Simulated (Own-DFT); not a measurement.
# Computed records: SiC (4H silicon carbide, strained, atoms displaced), GaP (zincblende, strained, atoms displaced), GaP (zincblende, atoms displaced)

A calculation, not a measurement: plane-wave PBE density functional theory by an unreviewed code, no spin, of a simulated periodic cell, stress positive in tension, free energy of the whole cell less one offset for each atom, forces on such cells passed a denser k mesh, this cell's mesh not checked; offsets are fitted by least squares, one for each functional and potential file, so energies compare only between cells with the same atoms and settings and are not formation energies; the far tail of each file's local potential was reset to the Coulomb form; each entry is a single point on an unrelaxed cell, so the pressure reflects the starting lattice, mostly measured values (interpolated for alloys), from which strain is counted, and rises with the displacements; printed positions are rounded, which can move forces by about a meV/angstrom; the program, named Own-DFT, is a retired in-house code; no spin-orbit coupling. Program: Own-DFT development build.

Settings shared by all entries: functional PBE; potential files PseudoDojo norm-conserving, scalar-relativistic, standard set; wave cutoff 42 hartree; occupations Fermi-Dirac; smearing width 0.1 eV; hardware one NVIDIA H100.

(1) SiC (4H silicon carbide, strained, atoms displaced)

```
SiC
1.0
      9.0683     0.0351     0.1833
     -4.5037     7.8563    -0.0609
      0.1996     0.0386     9.9908
Si C Si C Si C Si C Si C Si C Si C Si C Si C Si C Si C Si C Si C Si C Si C Si C Si C Si C
2 2 2 2 2 2 2 2 2 2 2 2 2 2 2 2 2 2 2 2 2 2 2 2 2 2 2 2 2 2 2 2 2 2 2 2
Direct
  0.00048 0.00844 0.41209
  0.11756 0.22794 0.15927
  0.99637 0.99662 0.08798
  0.11469 0.23368 0.34930
  0.00860 0.33948 0.40515
  0.11106 0.55144 0.15528
  0.00261 0.32630 0.10073
  0.10171 0.55419 0.34571
  0.00132 0.66672 0.40709
  0.11069 0.88729 0.15577
  0.00540 0.67592 0.08848
  0.12716 0.89310 0.34715
  0.33821 0.00057 0.39766
  0.44949 0.22578 0.15684
  0.33691 0.00452 0.09072
  0.44832 0.22280 0.34673
  0.34246 0.33961 0.40464
  0.44894 0.55903 0.15857
  0.33355 0.32758 0.10337
  0.44874 0.55781 0.34735
  0.33266 0.67253 0.41160
  0.44382 0.87661 0.14970
  0.32662 0.66419 0.09060
  0.44629 0.89165 0.34435
  0.67670 0.99608 0.40549
  0.77826 0.22871 0.15912
  0.67044 0.99889 0.09135
  0.79126 0.21129 0.33617
  0.66370 0.33495 0.40827
  0.77533 0.55253 0.14718
  0.66417 0.33309 0.09171
  0.77530 0.54649 0.34550
  0.66188 0.65994 0.40796
  0.76728 0.87666 0.15482
  0.66343 0.66700 0.09025
  0.77768 0.89156 0.35375
  0.00073 0.99313 0.90237
  0.89633 0.78661 0.65869
  0.00917 0.01099 0.58864
  0.89696 0.78822 0.83842
  0.00075 0.66110 0.90937
  0.88084 0.43055 0.66128
  0.00063 0.67181 0.59866
  0.88692 0.44681 0.84630
  0.98671 0.33034 0.89880
  0.88353 0.11509 0.65593
  0.00424 0.33058 0.58164
  0.88280 0.11585 0.84519
  0.64881 0.98727 0.90206
  0.55220 0.78551 0.65791
  0.66771 0.99973 0.60031
  0.57349 0.78748 0.84528
  0.66422 0.65751 0.90959
  0.55626 0.45234 0.65471
  0.68377 0.66811 0.59144
  0.55905 0.45301 0.85235
  0.67323 0.32656 0.90752
  0.55265 0.10126 0.64865
  0.65959 0.34370 0.59098
  0.54745 0.10836 0.83410
  0.32369 0.99728 0.90701
  0.21372 0.77847 0.65621
  0.33062 0.00052 0.60618
  0.20997 0.77759 0.84510
  0.34743 0.66893 0.89841
  0.22439 0.43913 0.65263
  0.33060 0.65295 0.58866
  0.22507 0.43939 0.85244
  0.32511 0.33520 0.90318
  0.22280 0.11855 0.65338
  0.32369 0.32981 0.59241
  0.22648 0.11379 0.84117
```

Here we set k mesh 4 x 4 x 3 centred on Gamma.

It finds free energy of cell above offsets -1.797 eV; pressure 17.04 GPa; stress xx -18.37 GPa; stress yy -20.42 GPa; stress zz -12.32 GPa; stress yz 0.26 GPa; stress xz 6.88 GPa; stress xy 2.36 GPa; wall time 346.6 s.

Force:
```tsv
element	x (eV/Å)	y (eV/Å)	z (eV/Å)
Si	1.459	-0.41	-2.166
Si	-0.641	-2.523	0.541
C	0.373	0.149	1.697
C	2.828	-1.583	-1.341
Si	-2.147	-0.479	-1.152
Si	-1.399	-0.099	0.31
C	-1.884	1.714	-2.448
C	2.703	0.875	-0.896
Si	-1.561	0.778	0.957
Si	-0.114	1.715	0.427
C	-0.06	-2.673	1.324
C	-3.675	-0.883	-1.198
Si	-0.118	0.788	2.867
Si	-0.74	-1.512	0.444
C	0.532	-0.805	0.689
C	0.115	0.23	-0.9
Si	-1.489	-1.265	0.348
Si	-1.492	-1.531	0.023
C	0.116	2.037	-1.985
C	-0.941	0.729	-0.789
Si	-0.127	-0.865	-2.117
Si	-1.073	2.807	1.149
C	2.175	-0.673	-0.51
C	2.042	-0.831	-0.548
Si	-4.236	1.621	0.905
Si	1.189	-1.912	-0.935
C	-1.225	-0.12	-0.212
C	-2.578	1.641	2.648
Si	2.059	-1.58	-0.464
Si	0.5	1.031	2.023
C	1.465	0.142	-0.185
C	-0.07	2.196	-1.904
Si	1.43	1.39	0.255
Si	1.207	3.287	0.842
C	0.957	-1.065	0.648
C	3.556	-3.115	-2.648
Si	-1.266	3.042	0.846
Si	-0.27	0.118	-1.1
C	-1.229	-1.061	2.21
C	-0.32	-3.412	1.498
Si	-1.92	1.498	-0.971
Si	-0.483	2.422	-2.166
C	0.433	-2.092	-1.106
C	0.545	-0.29	-0.755
Si	2.94	0.303	2.894
Si	1.964	-0.226	0.561
C	-1.472	0.601	3.635
C	0.614	-1.647	-0.978
Si	1.133	5.154	1.763
Si	2.174	-2.621	-0.519
C	0.415	0.07	-2.686
C	-1.272	-4.259	-1.702
Si	0.933	3.664	-1.045
Si	-1.107	-0.168	1.733
C	-3.231	0.968	0.54
C	0.249	-3.448	-1.97
Si	-3.406	-0.556	-0.627
Si	-2.434	2.742	1.086
C	3.057	-2.919	0.752
C	0.883	-0.143	1.632
Si	0.982	0.681	-0.5
Si	1.296	-0.551	0.52
C	0.689	-0.234	-3.402
C	3.836	-0.274	-0.733
Si	-2.707	-0.267	1.056
Si	-2.252	0.251	1.686
C	-0.784	2.875	2.46
C	-3.684	2.11	-3.128
Si	4.014	-1.97	2.514
Si	0.593	-1.382	1.138
C	3.374	1.313	-0.869
C	-1.423	0.497	0.037
```

(2) GaP (zincblende, strained, atoms displaced)

```
GaP
1.0
     10.8620     0.0000     0.0000
      0.0000    10.8620     0.0000
      0.0000     0.0000    10.9361
Ga P Ga P Ga P Ga P Ga P Ga P Ga P Ga P
4 4 4 4 4 4 4 4 4 4 4 4 4 4 4 4
Direct
  0.00380 0.00064 0.01240
  0.99560 0.24581 0.24692
  0.24418 0.00215 0.25489
  0.25339 0.25144 0.00269
  0.11841 0.12033 0.13767
  0.12412 0.37153 0.38136
  0.38107 0.12482 0.37889
  0.37109 0.37249 0.11553
  0.00516 0.99614 0.50294
  0.00421 0.23916 0.75249
  0.24577 0.00018 0.75158
  0.25722 0.25278 0.49933
  0.12204 0.12534 0.62677
  0.12581 0.37750 0.87803
  0.36926 0.12753 0.87931
  0.37314 0.38161 0.61665
  0.00327 0.50087 0.00369
  0.99063 0.74825 0.25208
  0.25279 0.49325 0.25077
  0.25505 0.76081 0.99771
  0.12893 0.61997 0.12032
  0.12631 0.87813 0.38044
  0.38027 0.62786 0.37989
  0.37721 0.88163 0.12536
  0.00280 0.49320 0.49144
  0.99843 0.75233 0.75333
  0.25001 0.49698 0.75613
  0.23880 0.74809 0.50557
  0.13122 0.62441 0.62891
  0.12541 0.87562 0.87496
  0.37483 0.62227 0.87002
  0.37564 0.87770 0.62433
  0.50017 0.99333 0.00284
  0.50032 0.25014 0.25149
  0.75216 0.00042 0.25069
  0.75172 0.25016 0.99117
  0.62581 0.13050 0.12730
  0.61674 0.37787 0.37642
  0.86561 0.12168 0.37805
  0.87912 0.37664 0.13289
  0.49084 0.99584 0.49908
  0.49773 0.24871 0.74728
  0.75064 0.00198 0.74372
  0.74903 0.25064 0.50433
  0.63262 0.12407 0.62376
  0.61372 0.38273 0.87699
  0.87593 0.12856 0.87624
  0.87875 0.37614 0.61507
  0.50341 0.49926 0.99652
  0.50852 0.74852 0.24970
  0.75468 0.49762 0.25003
  0.75274 0.75029 0.00365
  0.62454 0.63596 0.12597
  0.62264 0.86680 0.37469
  0.87307 0.63133 0.37894
  0.87641 0.88091 0.12594
  0.50729 0.49638 0.50449
  0.50526 0.74841 0.75677
  0.75128 0.49635 0.74874
  0.74577 0.75308 0.49540
  0.63485 0.61810 0.61911
  0.62024 0.87289 0.87623
  0.88382 0.62009 0.87043
  0.87342 0.87176 0.62663
```

Settings of this run: k mesh 3 x 3 x 3 centred on Gamma.

It finds free energy of cell above offsets -32.835 eV; pressure 3.76 GPa; stress xx -3.86 GPa; stress yy -3.97 GPa; stress zz -3.45 GPa; stress yz -0.38 GPa; stress xz 0.72 GPa; stress xy -0.05 GPa; wall time 536.3 s.

Force:
```tsv
element	x (eV/Å)	y (eV/Å)	z (eV/Å)
Ga	-0.156	0.001	-1.434
Ga	-0.209	0.16	1.559
Ga	1.055	-0.233	0.274
Ga	-1.43	-0.688	-0.259
P	1.151	0.939	-1.13
P	0.522	-0.709	-1.577
P	-0.895	0.215	-0.764
P	1.207	0.589	1.535
Ga	-1.046	0.534	0.036
Ga	-0.343	1.658	-0.133
Ga	0.509	0.215	-0.191
Ga	-0.65	-0.584	0.216
P	1.031	-0.154	-0.621
P	-0.353	-0.972	-0.085
P	0.725	-0.69	-0.496
P	0.226	-0.545	1.44
Ga	-0.295	-0.243	-0.194
Ga	1.323	0.189	-0.485
Ga	0.068	0.593	0.275
Ga	-0.049	-1.112	0.176
P	0.214	1.246	0.92
P	-0.405	-0.895	-0.722
P	-0.507	-0.3	-0.317
P	-0.476	-0.676	1.047
Ga	-0.204	1.599	0.922
Ga	0.485	-0.306	-0.5
Ga	0.099	0.029	-0.723
Ga	1.552	0.349	-0.53
P	-1.433	-0.636	0.231
P	-0.503	0.385	0.38
P	0.207	0.553	0.853
P	-0.496	-0.853	0.835
Ga	0.213	1.446	-0.311
Ga	-0.338	0.318	-0.441
Ga	-0.884	-0.116	0.034
Ga	-0.593	0.841	0.97
P	0.21	-0.66	-0.558
P	1.346	-0.572	-0.511
P	1.167	0.248	0.257
P	-0.422	-0.218	-1.47
Ga	1.462	0.039	0.185
Ga	-0.243	0.081	-0.102
Ga	0.139	-0.463	1.063
Ga	-0.111	0.395	-0.83
P	-1.582	0.018	-0.046
P	1.85	-1.481	-1.209
P	0.164	-1.191	0.068
P	-0.007	-0.555	1.432
Ga	-1.028	1.416	1.212
Ga	-1.761	0.224	0.266
Ga	-0.869	0.74	0.486
Ga	0.42	0.102	-0.873
P	0.638	-2.041	-0.554
P	0.089	1.771	-0.049
P	0.147	-1.08	-0.18
P	-0.395	-0.796	0.098
Ga	-0.731	1.004	-0.377
Ga	-0.38	-0.521	-1.463
Ga	0.349	-0.119	0.011
Ga	0.44	-0.293	0.844
P	-0.601	0.969	0.931
P	1.355	0.532	0.054
P	-1.105	0.155	0.84
P	0.137	0.154	-0.313
```

(3) GaP (zincblende, atoms displaced)

```
GaP
1.0
     10.9010     0.0000     0.0000
      0.0000    10.9010     0.0000
      0.0000     0.0000    10.9010
Ga P Ga P Ga P Ga P Ga P Ga P Ga P Ga P
4 4 4 4 4 4 4 4 4 4 4 4 4 4 4 4
Direct
  0.99527 0.01198 0.00282
  0.99539 0.25034 0.26166
  0.24309 0.98539 0.25717
  0.24803 0.26331 0.99044
  0.13342 0.11354 0.10642
  0.13302 0.36469 0.39173
  0.37589 0.12543 0.36915
  0.38227 0.36709 0.11291
  0.99658 0.99923 0.48908
  0.99491 0.25211 0.75455
  0.26744 0.00313 0.76651
  0.25111 0.25203 0.50845
  0.11626 0.11911 0.63027
  0.11414 0.36794 0.87301
  0.40566 0.14707 0.87414
  0.36386 0.38428 0.61970
  0.99978 0.50404 0.99637
  0.00817 0.75295 0.24829
  0.25516 0.48598 0.24095
  0.25693 0.75114 0.00632
  0.10973 0.63416 0.11355
  0.12965 0.87540 0.37599
  0.37970 0.63888 0.38795
  0.38924 0.87821 0.12458
  0.00339 0.50030 0.50489
  0.00076 0.74257 0.75581
  0.24764 0.48563 0.74735
  0.26865 0.75982 0.49853
  0.13293 0.64441 0.61998
  0.11284 0.88035 0.86428
  0.37765 0.63626 0.87455
  0.38152 0.86780 0.60994
  0.50413 0.01774 0.00456
  0.48777 0.25989 0.24573
  0.76818 0.00438 0.25890
  0.76595 0.26343 0.99457
  0.61581 0.14030 0.12415
  0.63720 0.37756 0.38705
  0.87931 0.11873 0.37894
  0.86769 0.36001 0.11603
  0.49424 0.00291 0.50694
  0.51481 0.24709 0.74965
  0.75204 0.98878 0.75266
  0.76949 0.24623 0.51104
  0.61536 0.13457 0.61712
  0.63766 0.37598 0.87916
  0.86942 0.12517 0.87651
  0.87024 0.37317 0.61968
  0.50466 0.50175 0.01682
  0.48062 0.75373 0.25279
  0.75697 0.49326 0.25472
  0.75456 0.75443 0.99858
  0.62780 0.62456 0.11201
  0.61681 0.86798 0.38038
  0.89554 0.63111 0.38687
  0.87290 0.87182 0.11732
  0.48615 0.49210 0.50791
  0.51441 0.73676 0.73653
  0.74698 0.50533 0.74960
  0.75974 0.73457 0.49451
  0.61396 0.62367 0.63509
  0.64101 0.86900 0.87131
  0.87443 0.62197 0.88756
  0.88688 0.87888 0.63119
```

It was run with k mesh 3 x 3 x 3 centred on Gamma.

Results for GaP (zincblende, atoms displaced): free energy of cell above offsets -24.063 eV; pressure 5.3 GPa; stress xx -5.03 GPa; stress yy -5.33 GPa; stress zz -5.53 GPa; stress yz -0.9 GPa; stress xz -0.24 GPa; stress xy -0.77 GPa; wall time 578.1 s.

Force:
```tsv
element	x (eV/Å)	y (eV/Å)	z (eV/Å)
Ga	-0.422	-1.557	-1.211
Ga	1.168	-0.066	-1.286
Ga	1.675	1.971	-1.962
Ga	0.318	-1.732	0.098
P	0.776	1.531	2.27
P	-1.318	1.557	-2.266
P	-0.781	0.007	0.634
P	-1.45	1.31	0.298
Ga	1.295	-0.8	1.804
Ga	-0.664	-1.167	-1.086
Ga	-0.537	-0.153	-1.042
Ga	0.178	-2.463	0.303
P	1.211	0.415	-0.044
P	0.714	1.601	0.063
P	-3.722	-1.931	1.178
P	1.055	-2.314	1.351
Ga	-0.226	-1.467	0.612
Ga	-0.811	0.545	0.204
Ga	-0.788	1.226	0.808
Ga	-0.777	0.94	-0.88
P	2.265	-1.14	0.917
P	-0.911	-1.068	0.816
P	-0.16	-3.091	-1.858
P	-1.898	0.838	-0.679
Ga	1.173	-0.066	0.543
Ga	-0.123	0.023	-0.396
Ga	-0.852	2.661	1.044
Ga	-3.269	-0.626	-0.57
P	-0.232	-1.959	0.597
P	1.642	0.357	1.841
P	0.039	-1.76	-0.087
P	1.077	1.931	3.991
Ga	0.76	-1.569	-0.441
Ga	1.794	-0.928	1.706
Ga	-3.001	-1.466	-1.544
Ga	-3.263	-3.283	-1.851
P	2.411	-0.088	0.832
P	-1.318	-0.435	-0.37
P	-0.097	1.617	0.149
P	3.559	3.359	3.871
Ga	0.714	0.258	-1.55
Ga	0.734	2.943	-1.08
Ga	0.216	1.591	-1.074
Ga	-2.393	-1.248	-1.536
P	2.088	-1.381	0.017
P	-1.355	0.687	-0.579
P	-0.005	0.015	-0.551
P	1.635	1.95	2.105
Ga	-0.377	-0.074	-2.787
Ga	2.721	-0.58	-0.162
Ga	-0.028	1.093	-0.501
Ga	-0.528	-0.784	0.11
P	0.806	0.987	2.903
P	1.422	0.567	-0.297
P	-0.609	-1.175	-2.24
P	0.973	1.105	1.598
Ga	2.186	1.421	-1.225
Ga	-3.327	4.262	3.718
Ga	0.268	-0.253	0.332
Ga	-1.62	1.848	1.457
P	3.827	-3.643	-4.243
P	-2.597	0.304	0.29
P	-0.277	0.294	-2.038
P	-0.962	-0.946	-1.023
```
